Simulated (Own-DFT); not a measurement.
# A change of arrangement and its cost: C36Si36, 72 atoms

Everything here is calculated. The program is Own-DFT (plane waves, in-house, since retired, never reviewed by a person); positions were held fixed, and spin and spin-orbit coupling were off.

Method: PBE; PseudoDojo norm-conserving scalar-relativistic files; cutoff 42 hartree; 4 x 4 x 3 k mesh centred on Gamma; Fermi-Dirac smearing of 0.1 eV.

Known weak points: forces on such cells passed a denser k mesh, each cell not checked; stress not checked against mesh or cutoff.

All cells hold the same atoms in the same cell, with vectors in Å (9.248, 0.000, 0.000); (-4.624, 8.009, 0.000); (0.000, 0.000, 10.068). Atoms are randomly off their ideal sites, by an rms of u per axis. Free energies are per cell, over the lowest run. The arrangements:

- A: 2H SiC
- B: 4H SiC

```
arrangement,u (Å),E (eV),P (GPa)
A,0.0268,0.000,3.72
A,0.0303,0.543,3.90
A,0.0311,0.653,3.94
A,0.0580,6.880,5.98
A,0.0602,8.584,6.63
A,0.0609,7.902,6.71
B,0.0301,0.083,3.75
B,0.0315,0.343,3.83
B,0.0318,0.588,3.89
B,0.0573,6.645,6.02
B,0.0591,7.523,6.18
B,0.0608,8.118,6.36
```

Question: once the cost of the random moves is taken out, how do the arrangements rank?

## Answer

Fit E = a + b u², with one b for all and one a for each arrangement, and with residuals divided by u², since the noise grows with the moves. Then b = 2774 eV/Å², the scatter at u = 0.04 Å is 0.15 eV, and against A:

- B: -0.34 ± 0.07 eV (lower)

The cells share one lattice and weren't relaxed, which can shift such small differences either way.
